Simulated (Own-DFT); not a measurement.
Simulation results for SiC (2H silicon carbide, strained, atoms displaced)

Computed with Own-DFT development build. A calculation, not a measurement: plane-wave PBE density functional theory by an unreviewed code, no spin, of a simulated periodic cell, stress positive in tension, free energy of the whole cell less one offset for each atom, forces on such cells passed a denser k mesh, this cell's mesh not checked; offsets are fitted by least squares, one for each functional and potential file, so energies compare only between cells with the same atoms and settings and are not formation energies; the far tail of each file's local potential was reset to the Coulomb form; each entry is a single point on an unrelaxed cell, so the pressure reflects the starting lattice, mostly measured values (interpolated for alloys), from which strain is counted, and rises with the displacements; printed positions are rounded, which can move forces by about a meV/angstrom; the program, named Own-DFT, is a retired in-house code; no spin-orbit coupling.

Common to all runs: functional PBE; potential files PseudoDojo norm-conserving, scalar-relativistic, standard set; wave cutoff 42 hartree; occupations Fermi-Dirac; smearing width 0.1 eV; hardware one NVIDIA H100; k mesh 4 x 4 x 3 centred on Gamma.

(1) SiC (2H silicon carbide, strained, atoms displaced)

```xyz
72
Lattice="9.3251 -0.1834 0.0409 -4.8214 8.0570 -0.0656 0.0445 -0.0568 10.1054" Properties=species:S:1:pos:R:3 SiC
Si     0.1665    -0.0476    10.1030
Si    -0.0390     1.7739     2.5485
C     -4.7618     8.0045     1.8374
C     -0.0478     1.7930     4.3895
Si     4.5360     7.7761     5.0272
Si     0.0704     1.7333     7.5137
C      0.1060    -0.0103     6.9455
C      0.1174     1.6658     9.4506
Si    -1.5197     2.6530    10.0070
Si    -1.6974     4.4598     2.3681
C      7.6892     2.4368     1.8673
C     -1.5669     4.5080     4.3936
Si    -1.6029     2.6912     5.0590
Si    -1.5983     4.3710     7.5610
C      7.7641     2.4170     6.9607
C     -1.5754     4.3467     9.4697
Si     6.0965     5.1859     0.0144
Si    -3.2702     7.1117     2.3800
C      6.1336     5.1446     1.9077
C     -3.2096     7.1155     4.4551
Si    -3.1555     5.4076     5.0919
Si    -3.1707     6.9833     7.4662
C     -3.0767     5.3714     6.9051
C     -3.1936     7.1319     9.4028
Si    -1.6471     7.8535     9.9730
Si     3.0282     1.6482     2.6072
C      3.1382    -0.0677     1.9175
C      3.1393     1.5990     4.4957
Si    -1.6496     7.9264     4.9547
Si     3.1629     1.5761     7.6050
C     -1.7221     7.9295     6.8886
C      3.1160     1.6696     9.5252
Si     1.5301     2.5547    10.0313
Si     1.4738     4.3913     2.4716
C      1.5178     2.5880     1.9629
C      1.5061     4.3929     4.4447
Si     1.5223     2.5693     5.0708
Si     1.5505     4.2687     7.4165
C      1.5032     2.5470     6.9305
C      1.4526     4.3733     9.4527
Si    -0.1704     5.3284    -0.0008
Si    -0.1613     7.1049     2.5250
C     -0.0649     5.3538     1.8772
C     -0.1271     7.0112     4.3745
Si     0.0076     5.2622     5.0870
Si    -0.1032     7.0440     7.4706
C     -0.0990     5.3890     6.9729
C     -0.1227     7.0504     9.4629
Si     6.2145    -0.0941     0.1157
Si     6.1913     1.5984     2.4538
C      1.4224     7.8630     1.8935
C      6.1293     1.6743     4.4860
Si     6.2371    -0.1123     5.1094
Si     6.2333     1.5119     7.6512
C      1.3797     7.8480     6.9486
C      6.2202     1.6534     9.3480
Si     4.6091     2.5744     0.0790
Si     4.6479     4.3339     2.5182
C      4.5115     2.5998     1.8878
C      4.5276     4.2958     4.5020
Si     4.6068     2.5103     4.9820
Si     4.5999     4.2941     7.5443
C      4.6615     2.4966     6.9142
C      4.5810     4.2900     9.4559
Si     3.0747     5.2319    10.0763
Si     2.9826     7.0615     2.4561
C      2.9989     5.1846     1.8747
C      2.8925     7.0323     4.4654
Si     3.1056     5.2058     4.9896
Si     3.0542     6.9596     7.5570
C      3.0368     5.2241     6.9578
C      2.9959     7.0989     9.4532
```

- free energy of cell above offsets: -5.511 eV
- pressure: 3.9 GPa
- stress xx: -1.21 GPa
- stress yy: -7.39 GPa
- stress zz: -3.1 GPa
- stress yz: -2.59 GPa
- stress xz: 2.12 GPa
- stress xy: -8.41 GPa
- wall time: 353.6 s

Force:
| element | x (eV/Å) | y (eV/Å) | z (eV/Å) |
| --- | --- | --- | --- |
| Si | -2.251 | 0.046 | -0.127 |
| Si | 0.048 | -0.133 | -0.714 |
| C | -0.624 | 1.099 | -0.398 |
| C | -0.066 | -1.231 | 1.067 |
| Si | -0.398 | 1.89 | 0.087 |
| Si | -2.169 | -0.924 | 1.44 |
| C | -0.526 | -1.827 | -0.137 |
| C | -2.435 | 0.811 | -0.774 |
| Si | 0.038 | -2.607 | 0.601 |
| Si | 2.634 | -0.776 | 2.782 |
| C | 1.052 | 0.906 | -0.45 |
| C | -1.312 | -1.113 | -0.262 |
| Si | 0.004 | 0.349 | -1.094 |
| Si | 0.555 | 0.54 | -0.229 |
| C | 0.418 | 0.119 | 0.769 |
| C | -1.329 | 2.044 | -0.617 |
| Si | -0.027 | -0.282 | -1.175 |
| Si | 1.456 | 0.24 | 2.455 |
| C | -0.302 | 1.027 | -1.175 |
| C | -1.127 | 0.047 | -2.416 |
| Si | 0.338 | -1.954 | -1.986 |
| Si | -0.988 | 4.246 | 1.7 |
| C | -1.38 | -3.741 | 0.6 |
| C | -0.017 | -2.458 | -0.408 |
| Si | 0.228 | 2.783 | 1.732 |
| Si | 0.168 | 0.906 | -0.915 |
| C | -0.462 | -0.712 | -0.556 |
| C | -1.926 | 1.18 | -1.404 |
| Si | 0.047 | -0.433 | 1.53 |
| Si | -0.509 | 1.739 | 0.046 |
| C | 1.642 | -0.352 | -0.4 |
| C | 0.213 | -0.893 | -0.824 |
| Si | 1.81 | 1.481 | 1.786 |
| Si | -0.559 | -0.49 | 1.09 |
| C | -0.415 | 0.183 | -1.228 |
| C | 0.544 | -0.956 | -0.425 |
| Si | 0.261 | 0.105 | -1.113 |
| Si | -1.578 | 2.542 | 3.103 |
| C | 2.582 | 0.012 | -0.769 |
| C | 0.699 | -0.371 | -0.542 |
| Si | 2.226 | 0.246 | -0.672 |
| Si | 0.084 | -0.996 | -0.228 |
| C | -1.037 | -1.012 | -0.324 |
| C | 0.669 | 0.872 | 0.685 |
| Si | -1.394 | 0.73 | -0.823 |
| Si | -1.418 | 1.426 | 2.52 |
| C | 0.863 | -4.699 | -1.33 |
| C | 0.882 | -0.562 | -0.841 |
| Si | -0.118 | 0.113 | -2.416 |
| Si | -1.337 | 0.771 | 2.049 |
| C | -0.392 | 1.308 | -0.3 |
| C | 1.675 | -0.837 | -1.804 |
| Si | -1.154 | 0.006 | 0.09 |
| Si | -0.699 | 1.432 | -4.113 |
| C | 2.447 | 0.559 | -1.003 |
| C | -0.11 | -0.445 | 6.169 |
| Si | -0.302 | 0.088 | -2.524 |
| Si | -2.667 | -0.353 | 1.094 |
| C | 1.969 | -1.431 | 1.41 |
| C | 2.982 | 0.211 | -2.009 |
| Si | 0.493 | 0.617 | 2.299 |
| Si | 0.375 | -0.658 | 0.183 |
| C | 0.143 | -0.03 | 0.462 |
| C | 0.713 | 0.231 | 0.248 |
| Si | -1.411 | 0.014 | -0.308 |
| Si | -0.022 | -2.109 | 1.394 |
| C | 1.565 | 1.72 | 0.143 |
| C | 2.143 | -0.701 | -1.684 |
| Si | -2.78 | 1.394 | 1.334 |
| Si | -0.979 | 1.279 | 0.27 |
| C | 1.323 | -0.614 | -1.171 |
| C | 0.929 | -1.614 | 0.545 |

(2) SiC (2H silicon carbide, strained, atoms displaced)

```xyz
72
Lattice="9.2367 0.1589 0.0784 -4.4807 7.8204 -0.0424 0.0854 -0.0040 10.2593" Properties=species:S:1:pos:R:3 SiC
Si     0.0946     0.0443     0.0210
Si     0.0570     1.7774     2.6432
C      4.7752     7.9296     1.9022
C      0.1232     1.7446     4.4324
Si     4.7351     7.9135     5.0437
Si     0.1836     1.7976     7.6377
C     -4.3642     7.7484     7.0287
C      0.0969     1.7856     9.6770
Si     7.7523     2.7966    10.2839
Si    -1.3551     4.3281     2.5414
C     -1.4269     2.6564     1.9680
C     -1.3884     4.3324     4.4549
Si    -1.4268     2.6171     5.2078
Si    -1.4787     4.3531     7.7169
C      7.7573     2.8070     7.0349
C     -1.3919     4.2424     9.6234
Si     6.3433     5.3178    10.2364
Si    -2.9699     7.0492     2.5983
C      6.2599     5.3494     1.9419
C     -2.9833     6.9748     4.4059
Si    -2.8255     5.2747     5.1536
Si    -2.8901     6.9360     7.6407
C     -2.8960     5.1808     6.9816
C     -2.8438     7.0177     9.5218
Si    -1.4728     7.8277    -0.0034
Si     3.1314     1.8393     2.6338
C      3.0735     0.0861     1.9584
C      3.0597     1.8495     4.4766
Si    -1.3848     7.8050     5.1046
Si     3.2004     1.7427     7.7871
C      3.0586     0.0505     7.1283
C      3.2277     1.7925     9.7226
Si     1.6188     2.7140     0.0131
Si     1.6463     4.3422     2.5603
C      1.6144     2.6083     1.9015
C      1.6762     4.4771     4.4730
Si     1.6197     2.6721     5.0259
Si     1.7146     4.3723     7.7481
C      1.6507     2.6724     7.1052
C      1.7183     4.4173     9.6700
Si     0.2221     5.3245    10.2251
Si     0.0442     7.0250     2.5454
C      0.2025     5.3149     1.8572
C      0.1646     6.9696     4.5378
Si     0.1461     5.2525     5.1235
Si     0.1829     7.0511     7.6417
C      0.1296     5.2590     7.0330
C      0.2157     6.9900     9.5736
Si     6.1661     0.1310     0.0674
Si     6.2112     1.8229     2.6326
C      1.6938     7.9231     1.9572
C      6.1768     1.8648     4.5592
Si     6.1920     0.1321     5.1252
Si     6.3203     1.8671     7.7901
C      1.6660     7.8789     7.0977
C      6.1541     1.8474     9.6827
Si     4.7397     2.6794    10.2916
Si     4.6991     4.4487     2.5417
C      4.6673     2.7983     1.9135
C      4.7456     4.4521     4.5641
Si     4.7350     2.7596     5.1353
Si     4.7845     4.3684     7.7851
C      4.7793     2.6824     7.1497
C      4.7811     4.4849     9.6795
Si     3.1747     5.3509     0.0390
Si     3.2962     7.1717     2.6919
C      3.1604     5.3032     1.8773
C      3.2277     7.0393     4.5716
Si     3.3175     5.3071     5.1629
Si     3.2655     7.0317     7.6892
C      3.2101     5.3608     6.9803
C      3.3522     7.0398     9.6774
```

- free energy of cell above offsets: -4.992 eV
- pressure: 4.9 GPa
- stress xx: -4.69 GPa
- stress yy: -12.4 GPa
- stress zz: 2.4 GPa
- stress yz: -0.09 GPa
- stress xz: 3.38 GPa
- stress xy: 8.38 GPa
- wall time: 351.6 s

Force:
| element | x (eV/Å) | y (eV/Å) | z (eV/Å) |
| --- | --- | --- | --- |
| Si | -2.1 | -0.693 | -0.996 |
| Si | 0.273 | -0.436 | -3.2 |
| C | 0.058 | 1.903 | 1.964 |
| C | -1.528 | -0.276 | 2.11 |
| Si | 0.979 | 1.777 | 3.283 |
| Si | -1.968 | -1.587 | 1.34 |
| C | -2.116 | 1.747 | -1.614 |
| C | 0.576 | 0.296 | -1.423 |
| Si | 0.854 | -3.473 | 2.447 |
| Si | -1.257 | 2.462 | -0.191 |
| C | -1.196 | -2.397 | -1.322 |
| C | 0.533 | 0.65 | 0.255 |
| Si | -0.568 | -0.385 | -3.595 |
| Si | 2.699 | 0.112 | -0.528 |
| C | 1.32 | -1.24 | 3.316 |
| C | 0.578 | 4.186 | -1.813 |
| Si | -0.376 | 1.455 | 1.897 |
| Si | 1.035 | -2.495 | -2.561 |
| C | 0.764 | 0.809 | 0.417 |
| C | 1.829 | -0.485 | 1.275 |
| Si | -1.945 | -1.77 | -1.775 |
| Si | 0.113 | -0.114 | 0.628 |
| C | -1.305 | 0.476 | 1.372 |
| C | -0.114 | -1.923 | 0.58 |
| Si | 1.987 | 0.676 | -0.005 |
| Si | 0.603 | 0.137 | -1.538 |
| C | -0.808 | -0.208 | -0.002 |
| C | 3.319 | -1.747 | 0.676 |
| Si | -0.472 | 2.016 | 0.554 |
| Si | -0.187 | 1.547 | -0.297 |
| C | 1.333 | -0.525 | -1.689 |
| C | -0.815 | -0.238 | -1.209 |
| Si | -1.019 | -1.459 | 0.449 |
| Si | 0.677 | 1.925 | -0.26 |
| C | -0.656 | 0.41 | 0.797 |
| C | 0.656 | -1.092 | -0.16 |
| Si | -0.769 | 1.335 | 2.511 |
| Si | -0.583 | 1.85 | -0.891 |
| C | 1.364 | -0.452 | -1.479 |
| C | 0.701 | 0.636 | -1.242 |
| Si | -0.847 | -1.796 | 0.571 |
| Si | 2.425 | -0.295 | 0.682 |
| C | -1.699 | -1.037 | 0.706 |
| C | -0.364 | 1.454 | -1.559 |
| Si | -0.052 | -0.795 | 0.717 |
| Si | -1.055 | -1.553 | 0.98 |
| C | -0.069 | -0.499 | 0.87 |
| C | -0.304 | 1.647 | 0.245 |
| Si | 0.229 | -1.592 | 0.014 |
| Si | -0.073 | 2.052 | -0.362 |
| C | -0.336 | -0.002 | 0.204 |
| C | 1.953 | -0.093 | -0.729 |
| Si | -1.059 | -0.877 | 2.034 |
| Si | -1.126 | -1.259 | -0.789 |
| C | 2.289 | 1.707 | -1.234 |
| C | 3.516 | -0.116 | -0.646 |
| Si | -1.44 | 1.663 | 1.028 |
| Si | 0.528 | 2.151 | 0.954 |
| C | 0.279 | -3.283 | 0.751 |
| C | 1.986 | 1.053 | -1.588 |
| Si | -1.772 | -1.124 | 1.627 |
| Si | -0.846 | 2.505 | -0.993 |
| C | -1.14 | -0.857 | -1.146 |
| C | 0.108 | -0.929 | -0.981 |
| Si | -0.081 | -0.496 | 0.1 |
| Si | -1.862 | -2.729 | -2.465 |
| C | 0.364 | 0.621 | 2.274 |
| C | 0.114 | 0.95 | -1.485 |
| Si | -2.544 | -0.545 | -0.255 |
| Si | 0.266 | 1.016 | 1.037 |
| C | 0.685 | -2.262 | 2.371 |
| C | -0.541 | 1.912 | -1.017 |

(3) SiC (2H silicon carbide, strained, atoms displaced)

```xyz
72
Lattice="9.3591 0.0004 0.0285 -4.6793 8.0986 -0.0726 0.0310 -0.0733 10.2214" Properties=species:S:1:pos:R:3 SiC
Si     0.0739    -0.0206    10.1728
Si    -0.0098     1.7541     2.5120
C      4.6829     8.0371     1.8366
C      0.0296     1.7424     4.4347
Si     4.6344     8.0508     5.0084
Si     0.0655     1.7535     7.6485
C     -4.6452     8.0436     6.9545
C      0.0609     1.7100     9.5847
Si     7.8055     2.6270     0.0507
Si    -1.4937     4.5006     2.4833
C     -1.5213     2.6800     1.8330
C     -1.5523     4.5081     4.3614
Si    -1.4830     2.7094     5.0274
Si    -1.5460     4.4512     7.5433
C     -1.5060     2.6495     7.0250
C     -1.5043     4.4059     9.5879
Si     6.2241     5.3135    10.1699
Si    -3.1154     7.1208     2.4617
C      6.2136     5.3754     1.8478
C     -3.1627     7.0841     4.4089
Si    -3.1279     5.4522     5.0921
Si    -3.1373     7.0520     7.6217
C     -3.0869     5.3881     6.9835
C     -3.0217     7.0536     9.5395
Si     3.0600     0.0610     0.0991
Si     3.1334     1.6918     2.5837
C     -1.5368     8.0842     1.8587
C      3.2530     1.7300     4.4632
Si    -1.5720     8.0206     5.0053
Si     3.1133     1.8259     7.6339
C      3.1682     0.0979     7.1115
C      3.2034     1.7489     9.5230
Si     1.5733     2.6849     0.0290
Si     1.5150     4.4533     2.5763
C      1.6230     2.6829     1.8889
C      1.5865     4.5195     4.4281
Si     1.5838     2.7751     5.2123
Si     1.6651     4.4381     7.7076
C      1.6980     2.6522     6.9839
C      1.5845     4.3622     9.4961
Si     0.0341     5.4268     0.0030
Si    -0.0223     7.2469     2.4283
C     -0.0158     5.3279     1.9393
C      0.0450     7.1353     4.3925
Si     0.1098     5.3281     5.0592
Si    -0.0565     7.1114     7.6494
C      0.0696     5.3266     6.9856
C     -0.0050     7.0565     9.4888
Si     1.5514     7.9731    10.1495
Si     6.1005     1.7534     2.5797
C      1.4889     8.0131     1.8474
C      6.2684     1.7111     4.4888
Si     1.5608     8.0386     5.0570
Si     6.3181     1.7219     7.5981
C      1.5882     7.9804     6.8697
C      6.2423     1.7773     9.6973
Si     4.7629     2.7790     0.0043
Si     4.6532     4.5551     2.5505
C      4.6000     2.7161     1.9025
C      4.7913     4.4915     4.4530
Si     4.6817     2.5769     5.0854
Si     4.6527     4.4951     7.5536
C      4.7533     2.7271     7.0455
C      4.7316     4.3890     9.5817
Si     3.0859     5.1859    10.1626
Si     3.1250     7.2152     2.5988
C      3.0894     5.3765     1.8325
C      3.0831     7.1985     4.4304
Si     3.1079     5.3628     5.0043
Si     3.1636     7.1945     7.5597
C      3.1281     5.3092     6.9278
C      3.2096     7.2526     9.5317
```

* free energy of cell above offsets: -6.102 eV
* pressure: -2.89 GPa
* stress xx: 3.82 GPa
* stress yy: 2.99 GPa
* stress zz: 1.85 GPa
* stress yz: -1.64 GPa
* stress xz: 0.35 GPa
* stress xy: -0.24 GPa
* wall time: 365.9 s

Force:
| element | x (eV/Å) | y (eV/Å) | z (eV/Å) |
| --- | --- | --- | --- |
| Si | 0.021 | -1.887 | 0.672 |
| Si | 0.587 | 0.306 | -0.227 |
| C | 0.209 | 0.736 | 0.763 |
| C | 0.612 | 0.876 | 0.433 |
| Si | 1.2 | 0.372 | 1.136 |
| Si | 0.022 | -0.098 | 0.164 |
| C | 0.235 | 0.109 | -0.783 |
| C | 0.332 | 0.867 | -0.573 |
| Si | 0.048 | 1.444 | -1.521 |
| Si | -2.644 | -1.251 | -0.148 |
| C | -0.84 | -0.451 | 2.37 |
| C | 0.669 | -0.204 | 1.636 |
| Si | -1.308 | -0.624 | 0.27 |
| Si | 0.853 | -0.198 | 2.222 |
| C | 0.463 | -0.028 | -1.263 |
| C | -0.303 | -0.026 | -0.848 |
| Si | 1.51 | -0.6 | 0.559 |
| Si | -0.5 | 0.3 | 0.142 |
| C | 0.721 | -0.256 | 0.516 |
| C | 0.437 | 2.926 | -0.941 |
| Si | 1.012 | -2.745 | -0.412 |
| Si | 1.391 | 3.498 | 0.569 |
| C | -0.271 | -1.326 | -0.756 |
| C | -1.355 | 1.642 | -0.218 |
| Si | 1.272 | -0.781 | -3.034 |
| Si | -0.125 | 2.69 | -0.341 |
| C | -1.32 | -0.569 | 0.355 |
| C | -3.271 | -0.37 | -0.192 |
| Si | 0.825 | 0.322 | 1.425 |
| Si | 3.037 | -0.814 | 1.316 |
| C | -0.957 | -3.509 | -1.771 |
| C | -0.784 | 0.326 | 1.62 |
| Si | 0.632 | -0.368 | -1.124 |
| Si | 1.322 | 0.214 | -1.586 |
| C | -1.104 | -0.711 | 1.22 |
| C | 0.566 | -1.709 | 0.244 |
| Si | 0.533 | -2.139 | -3.455 |
| Si | -1.421 | 0.248 | -2.284 |
| C | -2.924 | 1.258 | 1.409 |
| C | -0.369 | 0.474 | 2.064 |
| Si | -1.206 | -1.595 | -0.669 |
| Si | 0.467 | -2.735 | 2.013 |
| C | 1.388 | 1.969 | -1.495 |
| C | -0.886 | 0.162 | -0.129 |
| Si | -2.618 | 1.548 | 0.219 |
| Si | 1.02 | 0.864 | -1.439 |
| C | -0.409 | -0.234 | -0.216 |
| C | 0.371 | 1.364 | 1.769 |
| Si | 0.609 | 1.11 | -0.23 |
| Si | 1.941 | 0.456 | -0.805 |
| C | 1.53 | 1.382 | -0.027 |
| C | 0.129 | 0.846 | -0.154 |
| Si | -0.778 | 0.481 | -0.919 |
| Si | -1.187 | 0.166 | 1.371 |
| C | -0.42 | 0.816 | 2.469 |
| C | 1.21 | -2.044 | -2.11 |
| Si | -2.055 | -1.729 | 0.169 |
| Si | 0.314 | -1.194 | -0.484 |
| C | 0.778 | -0.17 | 0.639 |
| C | -2.284 | -0.613 | 0.031 |
| Si | 2.245 | 2.162 | 1.01 |
| Si | 1.406 | -0.779 | 1.492 |
| C | -0.484 | -1.464 | -1.096 |
| C | -1.118 | 1.677 | -1.619 |
| Si | 1.904 | 2.632 | 0.334 |
| Si | -0.779 | -0.859 | -3.079 |
| C | -0.509 | 0.314 | 1.683 |
| C | 0.728 | -1.001 | 0.252 |
| Si | 1.777 | 0.188 | 0.779 |
| Si | -0.654 | -0.812 | 1.049 |
| C | 0.054 | 1.446 | 0.451 |
| C | -1.501 | -2.3 | -0.886 |
